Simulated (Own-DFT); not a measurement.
Simulation results for Hf₃₆O₇₁ (tetragonal hafnia with one neutral oxygen vacancy, atoms displaced)

All values are calculated (Own-DFT development build). A calculation, not a measurement: plane-wave PBE and HSE06 DFT by an unreviewed code, no spin, of a simulated cell at Gamma alone, so results move with cell size and shape, stress positive in tension, energies less offsets, not probed for a lower state with spin; hafnium file: forces about 75 meV/angstrom off all-electron values; oxygen file: force components 24 meV/angstrom off all-electron in a glass; k mesh not checked against a denser one; forces and stress are PBE's, HSE06 gives the energy alone, and its difference from PBE has offsets of its own; offsets are fitted by least squares, one for each functional and potential file, so energies compare only between cells with the same atoms and settings and are not formation energies; the far tail of each file's local potential was reset to the Coulomb form; each entry is a single point on an unrelaxed cell, so the pressure reflects the starting lattice, taken from the Materials Project, from which strain is counted, and rises with the displacements; printed positions are rounded, which can move forces by about a meV/angstrom; the program is a retired in-house code; no spin-orbit coupling.

Common to all runs: first functional PBE; second functional HSE06; exact exchange share 0.25; screening 0.11 1/bohr; exchange divergence Gygi-Baldereschi; potential files PseudoDojo norm-conserving, scalar-relativistic, made for PBE, standard set; wave cutoff 48 hartree; occupations fixed; k mesh 1 x 1 x 1 centred on Gamma.

(1) Hf₃₆O₇₁ (tetragonal hafnia with one neutral oxygen vacancy, atoms displaced)

```
cell vectors (Å)
  10.7800     0.0000     0.0000
   0.0000    10.7800     0.0000
   0.0000     0.0000    10.4493
atoms (fractions of the cell vectors)
Hf  0.00063  0.99576  0.99281
Hf  0.16848  0.16071  0.25424
O   0.99674  0.16944  0.14635
O   0.16717  0.99326  0.34919
O   0.00304  0.15964  0.40335
O   0.16329  0.99718  0.10243
Hf  0.99237  0.99779  0.50773
Hf  0.16775  0.16818  0.74014
O   0.99405  0.16614  0.65122
O   0.16218  0.99992  0.84159
O   0.99765  0.17609  0.89376
O   0.15966  0.99308  0.60163
Hf  0.00180  0.33934  0.99998
Hf  0.16381  0.50049  0.24718
O   0.99015  0.50370  0.15299
O   0.16216  0.33583  0.34674
O   0.99793  0.50081  0.40626
O   0.17373  0.32853  0.10241
Hf  0.00171  0.33264  0.49914
Hf  0.16904  0.50186  0.74963
O   0.00280  0.49449  0.65671
O   0.16857  0.32898  0.85366
O   0.99364  0.50195  0.90436
O   0.16781  0.33653  0.59570
Hf  1.00000  0.66480  0.99779
Hf  0.16446  0.82778  0.24325
O   0.00180  0.83226  0.15394
O   0.16333  0.66840  0.34391
O   0.00173  0.83748  0.41049
O   0.16381  0.67147  0.10116
Hf  0.00150  0.66934  0.50012
Hf  0.16237  0.83009  0.74751
O   0.00195  0.83125  0.65922
O   0.16769  0.66465  0.85404
O   0.99782  0.83156  0.90564
O   0.16120  0.66438  0.59536
Hf  0.32768  0.99733  0.99395
Hf  0.50430  0.16864  0.24381
O   0.33994  0.16675  0.15690
O   0.49533  0.00047  0.34778
O   0.33091  0.16080  0.39494
O   0.49674  0.99989  0.10219
Hf  0.33504  0.00488  0.50115
Hf  0.50122  0.17257  0.75321
O   0.33155  0.18056  0.64690
O   0.50180  0.99777  0.85697
O   0.33612  0.16921  0.90227
O   0.49559  0.98847  0.59259
Hf  0.32128  0.33440  0.00323
Hf  0.49800  0.49846  0.25807
O   0.33927  0.50107  0.15310
O   0.50442  0.33606  0.34780
O   0.33187  0.49826  0.40599
O   0.49783  0.32777  0.09575
Hf  0.33532  0.32925  0.50362
Hf  0.50003  0.49622  0.74972
O   0.32660  0.49905  0.65417
O   0.49968  0.33776  0.84986
O   0.33553  0.50104  0.90210
O   0.50837  0.33299  0.59391
Hf  0.33394  0.66711  0.00216
Hf  0.48880  0.83278  0.26122
O   0.33615  0.82841  0.15445
O   0.33573  0.83069  0.40098
O   0.50620  0.67306  0.09915
Hf  0.32954  0.66996  0.50102
Hf  0.49691  0.83406  0.74693
O   0.33891  0.83644  0.64852
O   0.50199  0.67224  0.84405
O   0.33595  0.82603  0.90329
O   0.49971  0.66672  0.59267
Hf  0.66541  0.99156  0.00306
Hf  0.83147  0.16275  0.24738
O   0.66624  0.17032  0.15279
O   0.83705  0.00046  0.35550
O   0.66003  0.16970  0.40146
O   0.82660  0.99984  0.09773
Hf  0.65639  0.00004  0.49912
Hf  0.82822  0.16625  0.74586
O   0.65563  0.16923  0.65585
O   0.83221  0.99523  0.84421
O   0.67172  0.16019  0.90686
O   0.83152  0.01013  0.59950
Hf  0.66550  0.33448  0.99768
Hf  0.83649  0.50225  0.25515
O   0.67172  0.49955  0.15618
O   0.84123  0.32985  0.34850
O   0.66137  0.50155  0.40222
O   0.82701  0.33931  0.10341
Hf  0.66635  0.33325  0.49973
Hf  0.83557  0.49870  0.75783
O   0.67249  0.50190  0.65762
O   0.83776  0.33414  0.84626
O   0.67586  0.49212  0.90123
O   0.82753  0.33897  0.59924
Hf  0.67178  0.65581  0.99647
Hf  0.83159  0.83122  0.25520
O   0.66610  0.83420  0.15297
O   0.83899  0.65981  0.34538
O   0.66647  0.82994  0.39737
O   0.83279  0.66613  0.10083
Hf  0.66891  0.66589  0.49531
Hf  0.83628  0.82875  0.74580
O   0.67060  0.83416  0.65817
O   0.83855  0.67518  0.84707
O   0.65624  0.83124  0.89316
O   0.83206  0.66511  0.59658
```

```
PBE energy of cell above offsets : -98.027 eV
HSE06 less PBE above offsets     : 0.058 eV
PBE pressure                     : 1.5 GPa
PBE stress xx                    : -1.72 GPa
PBE stress yy                    : -0.9 GPa
PBE stress zz                    : -1.87 GPa
PBE stress yz                    : 0.38 GPa
PBE stress xz                    : 0.03 GPa
PBE stress xy                    : 0 GPa
```

Force:
```csv
element,x (eV/Å),y (eV/Å),z (eV/Å)
Hf,-1.157,1.999,0.784
Hf,-0.487,-0.325,-0.18
O,0.509,-0.032,0.509
O,0.472,0.292,-0.307
O,0.465,0.732,0.136
O,0.517,0.25,-1.146
Hf,0.569,1.23,-1.27
Hf,-1.849,0.085,1.363
O,1.223,0.499,-0.223
O,0.379,-0.094,0.728
O,0.19,-1.363,0.866
O,1.6,0.747,-0.128
Hf,-1.523,-2.253,0.485
Hf,0.437,-0.009,0.688
O,2.915,-0.366,-0.55
O,0.064,-0.396,-0.001
O,0.457,0.095,-0.106
O,-2.671,0.874,0.672
Hf,-1.059,-0.354,-0.345
Hf,-0.609,-0.664,0.602
O,-0.234,0.138,0.093
O,-0.006,1.174,-0.64
O,0.468,-0.067,-0.119
O,-0.127,-0.635,0.346
Hf,-0.68,0.745,1.135
Hf,0.467,1.293,0.801
O,-1.306,0.153,-0.099
O,-0.052,-0.86,0.668
O,-0.473,-1.281,-0.405
O,0.397,-0.83,-0.571
Hf,-1.145,-0.603,-0.512
Hf,1.611,0.375,0.465
O,-0.547,-0.101,-1.021
O,-0.38,0.126,-0.729
O,0.776,-0.057,-0.437
O,0.862,0.378,1
Hf,1.734,0.488,1.015
Hf,-0.202,-0.064,0.039
O,-2.063,-0.126,-0.669
O,0.495,0.222,0.874
O,-0.2,1.479,1.227
O,-0.268,0.058,-0.522
Hf,-1.784,-1.449,-1.243
Hf,-0.699,-0.713,1.897
O,1.103,-1.143,0.041
O,-0.988,0.933,-1.708
O,-0.397,-0.802,-0.266
O,0.472,0.955,0.946
Hf,3.202,-0.292,-0.796
Hf,0.921,1.153,-0.9
O,-1.513,0.145,0.076
O,-0.671,-0.758,0.284
O,0.248,0.307,0
O,0.173,0.38,-0.235
Hf,-0.006,0.57,-1.413
Hf,0.16,1.725,-0.382
O,1.707,-0.153,-0.25
O,0.456,-0.761,-0.665
O,-0.226,-0.04,0.174
O,-2.149,0.551,1.101
Hf,1.252,-0.395,0.632
Hf,1.676,-0.899,-1.627
O,-1.193,0.065,-0.576
O,0.388,0.431,0.381
O,-0.512,-0.765,-0.339
Hf,1.163,-0.61,-0.488
Hf,1.944,0.006,1.342
O,-2.551,-0.566,0.162
O,-0.199,-2.487,-0.128
O,-0.686,1.439,-0.345
O,-0.021,-0.207,-0.588
Hf,-1.192,-0.903,-0.433
Hf,0.716,0.523,-0.162
O,0.53,-0.267,0.011
O,-0.674,-0.428,-0.733
O,0.337,-0.997,0.473
O,1.894,-0.034,0.233
Hf,1.599,-0.137,-0.558
Hf,0.458,-0.361,1.336
O,1.168,-0.569,-0.752
O,0.637,0.326,0.07
O,-0.316,1.26,-0.697
O,-1.399,-0.386,-0.02
Hf,0.209,-1.798,1.792
Hf,-1.376,-2.196,-0.834
O,-1.504,0.289,-0.221
O,-0.28,0.055,0.279
O,0.047,0.02,0.244
O,1.095,-0.477,-1.254
Hf,1.104,0.448,-0.809
Hf,0.034,-0.037,-1.45
O,-1.294,0.165,0.016
O,-0.294,-0.399,0.285
O,-0.341,1.489,-0.416
O,0.841,-0.663,-0.131
Hf,-1.084,2.378,1.113
Hf,-0.694,0.551,-1.276
O,0.353,0.253,0.674
O,-0.249,2.296,1.185
O,-0.123,0.428,0.753
O,0.323,0.254,-0.747
Hf,-0.645,-0.204,1.067
Hf,-1.739,1.218,0.847
O,-0.705,0.286,-1.654
O,-0.287,-1.926,0.75
O,1.069,-0.441,1.593
O,0.941,0.403,-0.178
```

(2) Hf₃₆O₇₁ (tetragonal hafnia with one neutral oxygen vacancy, atoms displaced)

```
cell vectors (Å)
  10.7800     0.0000     0.0000
   0.0000    10.7800     0.0000
   0.0000     0.0000    10.4493
atoms (fractions of the cell vectors)
Hf  0.00919  0.00335  0.00643
Hf  0.17559  0.16844  0.25565
O   0.99893  0.18609  0.15925
O   0.16830  0.00053  0.35202
O   0.00452  0.17025  0.40106
O   0.16653  0.98883  0.09896
Hf  0.00603  0.00829  0.49620
Hf  0.16750  0.17080  0.74360
O   0.98731  0.15879  0.63042
O   0.18116  0.00744  0.84281
O   0.98896  0.16354  0.91751
O   0.15879  0.99839  0.60276
Hf  0.00322  0.33102  0.00152
Hf  0.15724  0.48801  0.24735
O   0.99638  0.49898  0.15621
O   0.18532  0.32774  0.34161
O   0.01387  0.49275  0.39869
O   0.17528  0.33644  0.10544
Hf  0.00430  0.34583  0.50039
Hf  0.17301  0.50723  0.74337
O   0.00511  0.49343  0.66608
O   0.16798  0.33486  0.83886
O   0.00370  0.50454  0.90259
O   0.16101  0.33081  0.60292
Hf  0.98590  0.66651  0.99283
Hf  0.17583  0.83173  0.25829
O   0.00808  0.83213  0.14951
O   0.15770  0.65456  0.33223
O   0.00446  0.83293  0.40421
O   0.16034  0.66055  0.10406
Hf  0.01080  0.66637  0.50111
Hf  0.17444  0.83277  0.75263
O   0.00107  0.83125  0.65250
O   0.17917  0.66961  0.84562
O   0.99360  0.83447  0.88497
O   0.17456  0.67330  0.59674
Hf  0.32282  0.00272  0.00519
Hf  0.50617  0.18070  0.26858
O   0.35633  0.17776  0.14419
O   0.48870  0.00247  0.35433
O   0.34418  0.15636  0.40853
O   0.50863  0.99505  0.09493
Hf  0.33383  0.99581  0.49732
Hf  0.50782  0.16904  0.75840
O   0.34641  0.16844  0.65163
O   0.50147  0.00082  0.84979
O   0.34146  0.17604  0.89701
O   0.50028  0.99343  0.60809
Hf  0.33499  0.34352  0.98486
Hf  0.49812  0.49889  0.25234
O   0.33225  0.50414  0.14592
O   0.50514  0.33103  0.34754
O   0.33660  0.49099  0.40785
O   0.49290  0.34133  0.09556
Hf  0.33940  0.32940  0.49625
Hf  0.49782  0.50138  0.74684
O   0.33316  0.51369  0.65598
O   0.50186  0.32902  0.83371
O   0.32860  0.50338  0.89015
O   0.50747  0.33417  0.59412
Hf  0.32858  0.68109  0.01075
Hf  0.49604  0.84349  0.24342
O   0.32938  0.82610  0.14763
O   0.49400  0.66124  0.35154
O   0.32186  0.83656  0.38944
O   0.50476  0.65997  0.08854
Hf  0.32624  0.66179  0.50379
Hf  0.49989  0.82452  0.76185
O   0.33060  0.83243  0.65747
O   0.50293  0.67224  0.84515
O   0.33515  0.83419  0.90356
O   0.48814  0.67953  0.60807
Hf  0.66010  0.99700  0.99305
Hf  0.83612  0.17761  0.23760
O   0.66314  0.17870  0.14460
O   0.81504  0.00490  0.34113
O   0.67679  0.16942  0.39292
O   0.84589  0.99972  0.11058
Hf  0.67532  0.00226  0.49477
Hf  0.82588  0.17310  0.76348
O   0.67666  0.16212  0.65007
O   0.82878  0.00199  0.85429
O   0.67028  0.17597  0.90480
O   0.82957  0.99573  0.61457
Hf  0.65699  0.33205  0.00637
Hf  0.83104  0.50219  0.23639
O   0.66935  0.50466  0.14226
O   0.82826  0.34175  0.34434
O   0.83325  0.33368  0.09965
Hf  0.66386  0.33052  0.50106
Hf  0.84240  0.49476  0.77804
O   0.65936  0.50561  0.64420
O   0.82961  0.33705  0.86029
O   0.66660  0.49903  0.89250
O   0.83771  0.34037  0.59785
Hf  0.67290  0.66111  0.99365
Hf  0.84404  0.84805  0.24205
O   0.67560  0.82387  0.14531
O   0.84281  0.65716  0.33932
O   0.66097  0.83078  0.39202
O   0.83324  0.65327  0.10597
Hf  0.67210  0.65858  0.49850
Hf  0.84471  0.82492  0.75036
O   0.66044  0.82690  0.65677
O   0.81894  0.67335  0.85077
O   0.66464  0.82724  0.91053
O   0.83900  0.67801  0.60695
```

```
PBE energy of cell above offsets : -89.878 eV
HSE06 less PBE above offsets     : 0.469 eV
PBE pressure                     : 3.74 GPa
PBE stress xx                    : -1.53 GPa
PBE stress yy                    : -6.5 GPa
PBE stress zz                    : -3.2 GPa
PBE stress yz                    : 0.18 GPa
PBE stress xz                    : 1.01 GPa
PBE stress xy                    : 0.13 GPa
```

Force:
```csv
element,x (eV/Å),y (eV/Å),z (eV/Å)
Hf,-3.276,-2.196,-1.22
Hf,-0.082,0.058,-0.932
O,3.054,-0.714,-1.022
O,-0.222,0.895,-0.541
O,0.383,0.686,-1.23
O,0.552,1.333,1.189
Hf,-1.717,-0.26,1.768
Hf,0.712,-0.402,-1.726
O,1.213,0.883,3.346
O,-0.584,-0.202,1.589
O,0.939,1.085,-1.363
O,1.657,0.513,-0.553
Hf,0.23,0.475,1.531
Hf,1.722,1.547,-1.518
O,0.924,-0.954,-1.676
O,0.055,-0.534,1.716
O,0.333,1.307,0.49
O,-1.076,-0.693,-1.89
Hf,-2.337,-3.185,1.323
Hf,0.219,-0.481,2.036
O,-0.765,0.872,-1.428
O,-0.819,-0.157,1.252
O,-0.811,-0.525,0.231
O,2.155,-0.008,-1.108
Hf,2.152,1.673,2.38
Hf,-2.306,-1.599,-0.465
O,-0.443,0.118,-0.502
O,0.747,1.803,2.465
O,-0.036,0.057,-0.322
O,-0.224,0.505,-1.989
Hf,-2.743,1.108,-0.79
Hf,-1.17,0.985,-0.633
O,2.002,-0.631,-0.651
O,-0.89,-0.091,0.228
O,0.915,-0.023,2.623
O,-2.632,-0.598,0.631
Hf,3.581,1.291,-2.214
Hf,0.354,-5.306,-3.856
O,-2.7,-1.852,1.307
O,0.702,-0.495,-0.959
O,-0.902,2.705,-1.14
O,-2.248,-1.074,1.11
Hf,1.624,-0.947,2.894
Hf,-0.518,-3.623,-2.384
O,-2.245,0.484,0.076
O,0.672,0.495,1.174
O,-0.824,-1.237,0.631
O,-0.135,0.733,-2.067
Hf,-0.336,-0.161,1.794
Hf,-0.075,2.051,-1.456
O,-0.055,0.088,1.042
O,-0.302,3.409,2.245
O,-0.08,0.895,-0.161
O,1.002,0.719,-0.235
Hf,-0.676,-0.942,1.63
Hf,1.258,1.625,-0.039
O,0.206,-1.087,-1.92
O,-0.015,3.012,2.14
O,0.698,0.072,0.657
O,-1.905,0.056,0.047
Hf,-0.012,-3.279,-0.359
Hf,3.175,-1.101,0.918
O,0.768,0.79,-0.134
O,0.052,0.54,-0.705
O,0.578,-1.326,1.173
O,-1.032,0.6,0.634
Hf,4.561,0.383,-1.344
Hf,1.154,3.177,-3.542
O,-0.087,0.504,-0.881
O,-0.094,-3.939,1.733
O,-0.429,1.433,0.507
O,0.498,-1.238,-1.791
Hf,1.551,-0.763,-0.384
Hf,-2.14,-0.008,2.1
O,0.036,-0.24,0.626
O,1.357,0.067,0.832
O,-1.375,0.1,0.782
O,-0.133,0.674,-1.363
Hf,-0.439,-1.887,2.004
Hf,1.012,-2.781,-2.189
O,-1.252,0.947,0.227
O,-0.178,0.233,0.323
O,-0.339,-1.166,-0.843
O,0.303,-0.621,-2.455
Hf,0.628,1.021,0.487
Hf,-1.047,-0.381,2.029
O,-1.412,-1.055,0.735
O,0.097,-0.427,0.2
O,0.089,-0.047,-1.015
Hf,3.082,1.498,-0.273
Hf,-1.49,1.313,-4.176
O,0.945,0.246,0.017
O,1.031,-0.793,0.457
O,-0.007,-0.771,0.239
O,-0.653,0.451,0.466
Hf,-1.82,0.753,1.741
Hf,-1.899,-1.79,1.046
O,-0.355,0.893,0.813
O,-0.413,1.083,1.783
O,0.119,0.033,0.947
O,1.017,1.139,-2.621
Hf,-0.652,1.361,0.786
Hf,-2.414,3.555,-2.426
O,1.167,-0.3,0.219
O,1.556,-2.684,1.521
O,-0.378,1.501,-0.702
O,0.363,-1.248,-1.701
```
